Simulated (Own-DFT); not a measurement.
Hf36O71 (tetragonal hafnia with one neutral oxygen vacancy, atoms displaced) (calculated)

A calculation, not a measurement: plane-wave PBE and HSE06 DFT by an unreviewed code, no spin, of a simulated cell at Gamma alone, so results move with cell size and shape, stress positive in tension, energies less offsets, not probed for a lower state with spin; hafnium file: forces about 75 meV/angstrom off all-electron values; oxygen file: force components 24 meV/angstrom off all-electron in a glass; k mesh not checked against a denser one; forces and stress are PBE's, HSE06 gives the energy alone, and its difference from PBE has offsets of its own; offsets are fitted by least squares, one for each functional and potential file, so energies compare only between cells with the same atoms and settings and are not formation energies; the far tail of each file's local potential was reset to the Coulomb form; each entry is a single point on an unrelaxed cell, so the pressure reflects the starting lattice, taken from the Materials Project, from which strain is counted, and rises with the displacements; printed positions are rounded, which can move forces by about a meV/angstrom; the program is a retired in-house code; no spin-orbit coupling. Program: Own-DFT development build.

Settings shared by all entries: first functional PBE; second functional HSE06; exact exchange share 0.25; screening 0.11 1/bohr; exchange divergence Gygi-Baldereschi; potential files PseudoDojo norm-conserving, scalar-relativistic, made for PBE, standard set; wave cutoff 48 hartree; occupations fixed; k mesh 1 x 1 x 1 centred on Gamma.

(1) 
```cif
# cell vector a (Å): 10.7800 0.0000 0.0000
# cell vector b (Å): 0.0000 10.7800 0.0000
# cell vector c (Å): 0.0000 0.0000 10.4493
data_Hf36O71
_symmetry_space_group_name_H-M 'P 1'
_symmetry_Int_Tables_number 1
_cell_length_a 10.7800
_cell_length_b 10.7800
_cell_length_c 10.4493
_cell_angle_alpha 90.000
_cell_angle_beta 90.000
_cell_angle_gamma 90.000
_cell_volume 1214.30
loop_
_atom_site_label
_atom_site_type_symbol
_atom_site_fract_x
_atom_site_fract_y
_atom_site_fract_z
_atom_site_occupancy
Hf1 Hf 0.00252 0.99926 0.00523 1
Hf2 Hf 0.17007 0.16744 0.25012 1
O1 O 0.99930 0.16694 0.15111 1
O2 O 0.16800 0.00000 0.34470 1
O3 O 0.00539 0.16369 0.39750 1
O4 O 0.16616 0.00340 0.10179 1
Hf3 Hf 0.99887 0.00121 0.49571 1
Hf4 Hf 0.16750 0.16194 0.75267 1
O5 O 0.00059 0.16444 0.65412 1
O6 O 0.17221 0.00316 0.85268 1
O7 O 0.16286 0.00403 0.59916 1
Hf5 Hf 0.99917 0.33490 0.00434 1
Hf6 Hf 0.16655 0.50342 0.24910 1
O8 O 0.99866 0.49614 0.15494 1
O9 O 0.16754 0.33208 0.34552 1
O10 O 0.00147 0.50353 0.40072 1
O11 O 0.16443 0.33311 0.09921 1
Hf7 Hf 0.00189 0.33148 0.49751 1
Hf8 Hf 0.16942 0.50215 0.74919 1
O12 O 0.99889 0.50341 0.65299 1
O13 O 0.16715 0.33801 0.85118 1
O14 O 0.99731 0.50130 0.89874 1
O15 O 0.16840 0.33385 0.59436 1
Hf9 Hf 0.99742 0.66858 0.00026 1
Hf10 Hf 0.16914 0.82844 0.24613 1
O16 O 0.99819 0.83576 0.14764 1
O17 O 0.16492 0.66783 0.34705 1
O18 O 0.00009 0.83499 0.40135 1
O19 O 0.16673 0.66612 0.10166 1
Hf11 Hf 0.99776 0.67180 0.50027 1
Hf12 Hf 0.16679 0.83693 0.74846 1
O20 O 0.00376 0.83490 0.64756 1
O21 O 0.16486 0.66347 0.84444 1
O22 O 0.99949 0.83540 0.90427 1
O23 O 0.16718 0.66722 0.59612 1
Hf13 Hf 0.33000 0.00063 0.99764 1
Hf14 Hf 0.49765 0.16519 0.24726 1
O24 O 0.33084 0.17179 0.15054 1
O25 O 0.50131 0.99759 0.35155 1
O26 O 0.33320 0.16538 0.39990 1
O27 O 0.49915 0.99678 0.09973 1
Hf15 Hf 0.33240 0.99759 0.49513 1
Hf16 Hf 0.50025 0.16595 0.74736 1
O28 O 0.32835 0.17053 0.65091 1
O29 O 0.50462 0.00226 0.84204 1
O30 O 0.33389 0.17544 0.90198 1
O31 O 0.49977 0.00591 0.59420 1
Hf17 Hf 0.33358 0.33234 0.99724 1
Hf18 Hf 0.49748 0.49841 0.24378 1
O32 O 0.33641 0.49956 0.15549 1
O33 O 0.49944 0.33138 0.35111 1
O34 O 0.33421 0.50616 0.40583 1
O35 O 0.50133 0.32922 0.09598 1
Hf19 Hf 0.33047 0.32869 0.49785 1
Hf20 Hf 0.50274 0.50074 0.74936 1
O36 O 0.33616 0.50385 0.64997 1
O37 O 0.49870 0.33289 0.84633 1
O38 O 0.33098 0.49494 0.90088 1
O39 O 0.49903 0.32906 0.59748 1
Hf21 Hf 0.33488 0.66304 0.00343 1
Hf22 Hf 0.49815 0.83060 0.25737 1
O40 O 0.33489 0.83381 0.15423 1
O41 O 0.50585 0.67049 0.35165 1
O42 O 0.34094 0.83271 0.40474 1
O43 O 0.49788 0.66697 0.09895 1
Hf23 Hf 0.33173 0.67125 0.50261 1
Hf24 Hf 0.49840 0.82674 0.74442 1
O44 O 0.33272 0.82908 0.65139 1
O45 O 0.49891 0.67100 0.85128 1
O46 O 0.33481 0.83204 0.90361 1
O47 O 0.49488 0.66577 0.59893 1
Hf25 Hf 0.66859 0.00059 0.00232 1
Hf26 Hf 0.83603 0.17131 0.25044 1
O48 O 0.66935 0.16710 0.15397 1
O49 O 0.83404 0.99807 0.34435 1
O50 O 0.67233 0.16400 0.39955 1
O51 O 0.83174 0.00332 0.09876 1
Hf27 Hf 0.66642 0.99892 0.50010 1
Hf28 Hf 0.83314 0.16599 0.75546 1
O52 O 0.66404 0.16824 0.65165 1
O53 O 0.83208 0.99744 0.84897 1
O54 O 0.67248 0.16798 0.90401 1
O55 O 0.83710 0.00035 0.59971 1
Hf29 Hf 0.66681 0.33110 0.99750 1
Hf30 Hf 0.83189 0.50499 0.24908 1
O56 O 0.66446 0.50281 0.15183 1
O57 O 0.83192 0.33305 0.34245 1
O58 O 0.66531 0.49857 0.40452 1
O59 O 0.83583 0.33563 0.09972 1
Hf31 Hf 0.66842 0.33499 0.49513 1
Hf32 Hf 0.83545 0.50135 0.74704 1
O60 O 0.66076 0.49859 0.65349 1
O61 O 0.83578 0.33317 0.84801 1
O62 O 0.66583 0.50379 0.90110 1
O63 O 0.82859 0.33362 0.60111 1
Hf33 Hf 0.66034 0.66691 0.00118 1
Hf34 Hf 0.83107 0.83174 0.24871 1
O64 O 0.66549 0.83558 0.15256 1
O65 O 0.83708 0.67043 0.34843 1
O66 O 0.66516 0.83064 0.40619 1
O67 O 0.83469 0.66428 0.10125 1
Hf35 Hf 0.66745 0.66410 0.49965 1
Hf36 Hf 0.84007 0.83199 0.75150 1
O68 O 0.66859 0.83548 0.64845 1
O69 O 0.83942 0.66602 0.84826 1
O70 O 0.66552 0.83314 0.90200 1
O71 O 0.83435 0.66362 0.60339 1
_calc_PBE_energy_of_cell_above_offsets '-100.882'  # eV
_calc_HSE06_less_PBE_above_offsets '-0.154'  # eV
_calc_PBE_pressure 0.64  # GPa
_calc_PBE_stress_xx -0.21  # GPa
_calc_PBE_stress_yy -0.66  # GPa
_calc_PBE_stress_zz -1.07  # GPa
_calc_PBE_stress_yz 0.08  # GPa
_calc_PBE_stress_xz 0.36  # GPa
_calc_PBE_stress_xy 0.01  # GPa
```

Force:
```
element  x (eV/Å)  y (eV/Å)  z (eV/Å)
     Hf    -1.055     1.039    -0.059
     Hf    -0.837    -0.069    -0.355
      O      0.48     -0.03    -0.284
      O     0.432    -0.826     0.291
      O    -0.431     0.905     0.435
      O     0.559    -0.349     -0.55
     Hf    -0.344    -0.143     0.428
     Hf    -0.427     1.812     -0.35
      O    -0.095     0.554     0.486
      O      -0.3    -0.815     0.023
      O     0.924    -0.563    -0.027
     Hf     0.362    -0.246    -1.049
     Hf    -0.356    -0.731       0.6
      O     0.296     0.461    -0.211
      O     0.011     0.669     0.287
      O    -0.122    -0.586     0.369
      O     0.566       0.3    -0.076
     Hf    -0.182     0.528      0.55
     Hf    -0.183    -0.742    -0.313
      O     0.534    -0.376    -0.386
      O    -0.542    -1.014    -0.612
      O     0.009     0.016     0.966
      O    -0.982      0.23     0.029
     Hf    -0.091    -0.749    -0.587
     Hf    -0.956     0.828     0.275
      O     0.484     -0.28     0.516
      O     0.224      0.38     0.045
      O     0.151    -0.133    -0.189
      O     0.102    -0.048    -0.426
     Hf     0.456    -0.727     0.093
     Hf     0.052    -0.872     0.196
      O    -0.236    -0.333     0.579
      O     0.186     1.365      0.44
      O     0.407     -0.06    -0.611
      O    -0.514     0.227     0.014
     Hf     0.908     0.235     0.279
     Hf      0.76     -0.04     0.286
      O     0.708    -0.367    -0.056
      O    -0.163     0.523    -0.488
      O    -0.032     -0.44     -0.26
      O    -0.382     0.679    -0.466
     Hf     0.116      1.01     0.731
     Hf    -0.206     0.456    -0.631
      O     0.639    -0.364     0.059
      O    -0.555    -0.639     0.317
      O    -0.047    -2.158    -0.256
      O    -0.738     -0.41     -0.02
     Hf    -0.662     0.195     0.406
     Hf     0.707    -0.121     2.007
      O    -0.862     0.181      -0.8
      O    -0.055     0.216    -1.067
      O    -0.118    -0.759    -0.574
      O     0.016     0.357     0.278
     Hf     1.071     1.096     0.447
     Hf    -1.021    -0.542     0.067
      O    -0.348    -0.189     0.643
      O     0.538     0.257      0.22
      O     0.336     1.511     0.487
      O    -0.018     0.273    -0.416
     Hf    -0.458     0.195     -1.06
     Hf     0.755     0.857    -0.667
      O    -0.384    -0.207    -0.119
      O    -0.086    -1.415    -0.506
      O    -0.542      0.17    -0.649
      O    -0.062    -0.193     0.325
     Hf    -0.021    -1.635     0.045
     Hf     1.156     1.272     0.606
      O    -0.457     0.659     0.032
      O    -0.059        -1     0.019
      O    -0.382     0.136     0.152
      O     1.398     0.511     0.256
     Hf    -0.381    -0.346    -0.261
     Hf    -0.627     -1.26    -0.396
      O    -0.675     0.154     -0.25
      O     0.123     0.099     0.281
      O    -0.188     0.399     0.339
      O     0.606    -0.312    -0.349
     Hf     0.446     0.358     0.296
     Hf    -0.205    -0.029    -0.778
      O     0.699    -0.366     0.301
      O     0.401     0.233     0.073
      O    -0.224    -0.204    -0.124
      O    -0.387    -0.048    -0.426
     Hf     0.493     0.359      0.16
     Hf     0.315    -0.491    -0.095
      O     0.097     0.009     0.035
      O     0.286     0.946     0.959
      O     0.489     0.669    -0.605
      O    -0.982     0.015    -0.284
     Hf    -0.871    -1.415     0.984
     Hf     0.094    -0.415     0.484
      O     1.117     0.388    -0.466
      O     0.106     0.038     0.193
      O    -0.099     -0.41     0.274
      O     1.105     0.189    -0.844
     Hf     0.942     0.446     -0.36
     Hf      0.15     0.968    -0.108
      O    -0.027    -0.419     0.223
      O    -0.438    -0.594     0.508
      O     0.328     0.193    -0.453
      O    -0.571      0.07    -0.285
     Hf    -0.595     0.477     0.541
     Hf    -1.056     0.332    -0.233
      O    -0.147    -0.349     0.678
      O    -0.178      0.49     0.194
      O     0.199    -0.304     0.276
      O    -0.375     0.204    -0.651
```

(2) 
```cif
# cell vector a (Å): 10.7800 0.0000 0.0000
# cell vector b (Å): 0.0000 10.7800 0.0000
# cell vector c (Å): 0.0000 0.0000 10.4493
data_Hf36O71
_symmetry_space_group_name_H-M 'P 1'
_symmetry_Int_Tables_number 1
_cell_length_a 10.7800
_cell_length_b 10.7800
_cell_length_c 10.4493
_cell_angle_alpha 90.000
_cell_angle_beta 90.000
_cell_angle_gamma 90.000
_cell_volume 1214.30
loop_
_atom_site_label
_atom_site_type_symbol
_atom_site_fract_x
_atom_site_fract_y
_atom_site_fract_z
_atom_site_occupancy
Hf1 Hf 0.99933 0.00125 0.00313 1
Hf2 Hf 0.16873 0.17212 0.24840 1
O1 O 0.00156 0.16705 0.14904 1
O2 O 0.16635 0.99960 0.34091 1
O3 O 0.99936 0.16494 0.39803 1
O4 O 0.16549 0.00112 0.09394 1
Hf3 Hf 0.99826 0.00635 0.49918 1
Hf4 Hf 0.16500 0.16533 0.74272 1
O5 O 0.00523 0.16719 0.64712 1
O6 O 0.16373 0.00252 0.84510 1
O7 O 0.99977 0.16683 0.89951 1
O8 O 0.16549 0.00428 0.59882 1
Hf5 Hf 0.99477 0.33501 0.99942 1
Hf6 Hf 0.16876 0.49786 0.25306 1
O9 O 0.99766 0.49737 0.15399 1
O10 O 0.16793 0.33326 0.34740 1
O11 O 0.99827 0.49596 0.40093 1
O12 O 0.16610 0.33800 0.09794 1
Hf7 Hf 0.00102 0.33255 0.49955 1
Hf8 Hf 0.17117 0.49908 0.75284 1
O13 O 0.00665 0.50170 0.65072 1
O14 O 0.16334 0.33348 0.85268 1
O15 O 0.99952 0.49892 0.90365 1
O16 O 0.16533 0.33589 0.60136 1
Hf9 Hf 0.99987 0.66628 0.00182 1
Hf10 Hf 0.16676 0.83228 0.25718 1
O17 O 0.99855 0.83177 0.15509 1
O18 O 0.16814 0.66455 0.34888 1
O19 O 0.00099 0.83273 0.40227 1
O20 O 0.16798 0.67006 0.09769 1
Hf11 Hf 0.99783 0.67333 0.50627 1
Hf12 Hf 0.16795 0.83318 0.74683 1
O21 O 0.99772 0.83253 0.65180 1
O22 O 0.17567 0.66930 0.85177 1
O23 O 0.00629 0.83137 0.90151 1
O24 O 0.16557 0.66869 0.59656 1
Hf13 Hf 0.33502 0.99550 0.00240 1
Hf14 Hf 0.49904 0.16017 0.24604 1
O25 O 0.33466 0.17027 0.15214 1
O26 O 0.49704 0.00571 0.34996 1
O27 O 0.32979 0.16676 0.40022 1
O28 O 0.50000 0.00215 0.09794 1
Hf15 Hf 0.33318 0.99956 0.49459 1
Hf16 Hf 0.50333 0.16874 0.75266 1
O29 O 0.33340 0.16927 0.64976 1
O30 O 0.49821 0.99920 0.84765 1
O31 O 0.33337 0.16676 0.90548 1
O32 O 0.49448 0.00320 0.59891 1
Hf17 Hf 0.33512 0.33112 0.99566 1
Hf18 Hf 0.49899 0.49656 0.24535 1
O33 O 0.33092 0.49628 0.14819 1
O34 O 0.50737 0.33066 0.34910 1
O35 O 0.33312 0.49930 0.39860 1
O36 O 0.49920 0.33490 0.09493 1
Hf19 Hf 0.33313 0.33270 0.49955 1
Hf20 Hf 0.50103 0.50675 0.75214 1
O37 O 0.33234 0.49907 0.65154 1
O38 O 0.50220 0.33555 0.84873 1
O39 O 0.33396 0.49769 0.90174 1
O40 O 0.50278 0.33632 0.60198 1
Hf21 Hf 0.32658 0.66304 0.99652 1
Hf22 Hf 0.50036 0.83043 0.24957 1
O41 O 0.33062 0.83465 0.15257 1
O42 O 0.49891 0.67084 0.34942 1
O43 O 0.33453 0.83479 0.40410 1
O44 O 0.50034 0.65803 0.09605 1
Hf23 Hf 0.33236 0.66589 0.49976 1
Hf24 Hf 0.49844 0.83103 0.74675 1
O45 O 0.33348 0.83145 0.65495 1
O46 O 0.50050 0.66770 0.84471 1
O47 O 0.33381 0.83509 0.90159 1
O48 O 0.49868 0.66678 0.59481 1
Hf25 Hf 0.67198 0.00267 0.00352 1
Hf26 Hf 0.83078 0.16550 0.25207 1
O49 O 0.66466 0.16919 0.14991 1
O50 O 0.83561 0.99730 0.34684 1
O51 O 0.66390 0.16916 0.40583 1
O52 O 0.83340 0.99940 0.09924 1
Hf27 Hf 0.66423 0.99366 0.49743 1
Hf28 Hf 0.83679 0.16435 0.74365 1
O53 O 0.67117 0.16903 0.65322 1
O54 O 0.82897 0.99580 0.84573 1
O55 O 0.66699 0.16870 0.90524 1
O56 O 0.83481 0.00292 0.59320 1
Hf29 Hf 0.66104 0.33129 0.00128 1
Hf30 Hf 0.83031 0.50350 0.24733 1
O57 O 0.66993 0.50150 0.15090 1
O58 O 0.83337 0.32960 0.34910 1
O59 O 0.66483 0.49949 0.39942 1
O60 O 0.83555 0.33029 0.10193 1
Hf31 Hf 0.67174 0.33083 0.49802 1
Hf32 Hf 0.83184 0.49807 0.74607 1
O61 O 0.67043 0.50238 0.65191 1
O62 O 0.83820 0.33129 0.84597 1
O63 O 0.66862 0.50129 0.89905 1
O64 O 0.83611 0.33472 0.59746 1
Hf33 Hf 0.66703 0.66449 0.99858 1
Hf34 Hf 0.83351 0.83598 0.25129 1
O65 O 0.66482 0.83535 0.15584 1
O66 O 0.83322 0.66398 0.34788 1
O67 O 0.83553 0.66622 0.09992 1
Hf35 Hf 0.66754 0.66996 0.49867 1
Hf36 Hf 0.83421 0.83333 0.74491 1
O68 O 0.66869 0.83128 0.65320 1
O69 O 0.83272 0.66422 0.84977 1
O70 O 0.66925 0.83440 0.90496 1
O71 O 0.83440 0.66592 0.59727 1
_calc_PBE_energy_of_cell_above_offsets '-101.068'  # eV
_calc_HSE06_less_PBE_above_offsets '-0.145'  # eV
_calc_PBE_pressure 0.55  # GPa
_calc_PBE_stress_xx -0.77  # GPa
_calc_PBE_stress_yy 0.12  # GPa
_calc_PBE_stress_zz -1  # GPa
_calc_PBE_stress_yz -0.19  # GPa
_calc_PBE_stress_xz 0.05  # GPa
_calc_PBE_stress_xy 0.02  # GPa
```

Force:
```
element  x (eV/Å)  y (eV/Å)  z (eV/Å)
     Hf     1.066      0.16    -0.938
     Hf    -0.375    -0.543    -0.828
      O     -0.49    -0.302     0.572
      O     0.115     0.451     0.757
      O     0.026     0.327     0.144
      O     0.272    -0.043     0.125
     Hf     0.854    -0.796    -0.428
     Hf     1.026     0.362     1.662
      O    -1.396     -0.19    -0.453
      O     0.213    -0.502    -0.384
      O     -0.41    -0.536     0.046
      O      0.22    -0.527    -0.748
     Hf     0.915    -0.429     0.019
     Hf    -0.877      0.02    -0.853
      O     0.487     0.412    -0.021
      O     0.027    -0.081     0.628
      O     0.149     0.725     0.553
      O      0.11    -0.454     0.073
     Hf     0.054     1.025    -0.319
     Hf     -0.94    -0.534     0.143
      O    -0.859     0.114     0.463
      O     0.487    -0.082    -0.897
      O     0.178     0.888    -0.045
      O     0.515    -0.216    -0.612
     Hf    -0.085    -0.079      -0.2
     Hf    -0.402    -0.268    -1.244
      O     0.301       0.2     0.039
      O     0.166     0.287     0.184
      O     0.012     0.576     0.265
      O    -0.408    -0.335     0.237
     Hf     0.522    -1.616    -1.053
     Hf    -0.418     0.512     1.209
      O       0.5    -0.009     -0.32
      O    -0.178    -0.593    -0.682
      O    -0.377     0.181     0.226
      O     0.423     0.407      0.31
     Hf    -0.588     0.522     -0.67
     Hf    -0.083     1.521     0.359
      O    -0.128    -0.091      0.05
      O     0.622     -1.76     0.104
      O    -0.015     0.075     0.051
      O     0.393     0.006     0.313
     Hf    -0.291     0.889     0.844
     Hf    -0.582     -0.17    -0.437
      O     0.311      0.19     0.265
      O     0.273     0.019    -0.332
      O     0.357    -0.421    -0.386
      O     1.256    -0.488    -0.515
     Hf    -1.379     -0.09     0.539
     Hf     0.151     0.094      0.51
      O     0.442     0.345     0.466
      O    -0.756     0.056    -0.744
      O     0.257     0.023     0.215
      O     0.134     0.273     0.581
     Hf     0.679    -0.169     0.732
     Hf     0.308    -1.647    -0.957
      O     0.451     0.394    -0.077
      O     0.004     0.055     0.123
      O     0.225     0.333     -0.51
      O     -0.22    -0.162    -0.684
     Hf      0.39     0.591     0.525
     Hf    -0.704     0.348    -0.198
      O     0.682      0.05     0.271
      O     0.486    -0.524    -0.323
      O    -0.238    -0.383    -0.175
      O    -0.258     0.499    -0.034
     Hf    -0.265    -0.274    -0.197
     Hf     0.006     1.144     0.923
      O     -0.03    -0.032    -0.635
      O     0.013     0.388     0.362
      O     0.164    -0.493     0.039
      O     0.436     0.032     0.277
     Hf     -0.94     -0.55     -1.09
     Hf     0.797     1.118    -0.646
      O      0.32    -0.309     0.341
      O    -0.808      0.34     0.474
      O     0.585    -1.926    -0.431
      O    -0.031      0.06     0.337
     Hf    -0.463      0.79     0.344
     Hf       0.2     0.448     1.294
      O    -0.542    -0.168     0.181
      O     0.232     0.725     -0.19
      O     -0.11    -0.464    -0.337
      O    -0.619    -0.135     0.197
     Hf     1.319     0.616    -0.257
     Hf     1.066    -0.983       0.6
      O     -0.94    -0.235    -0.361
      O    -0.259     0.229    -0.073
      O     0.099     0.537     0.411
      O    -1.274    -0.046    -0.417
     Hf    -1.081      0.91     0.169
     Hf     1.126    -0.036     0.799
      O    -0.794     0.234    -0.132
      O    -0.319      0.08    -0.282
      O    -0.285    -0.465     0.269
      O     0.224    -0.126     0.136
     Hf     0.557     0.277     -0.03
     Hf     0.454    -1.286    -0.388
      O     0.224    -0.068     0.561
      O    -0.597      1.39     0.361
      O    -0.692     0.101    -0.153
     Hf    -0.082    -0.853    -0.467
     Hf    -0.003     -0.74     1.817
      O    -0.506     0.315    -1.095
      O     0.097     0.591    -0.636
      O    -0.294     -0.26     0.263
      O    -0.577     0.234      0.13
```
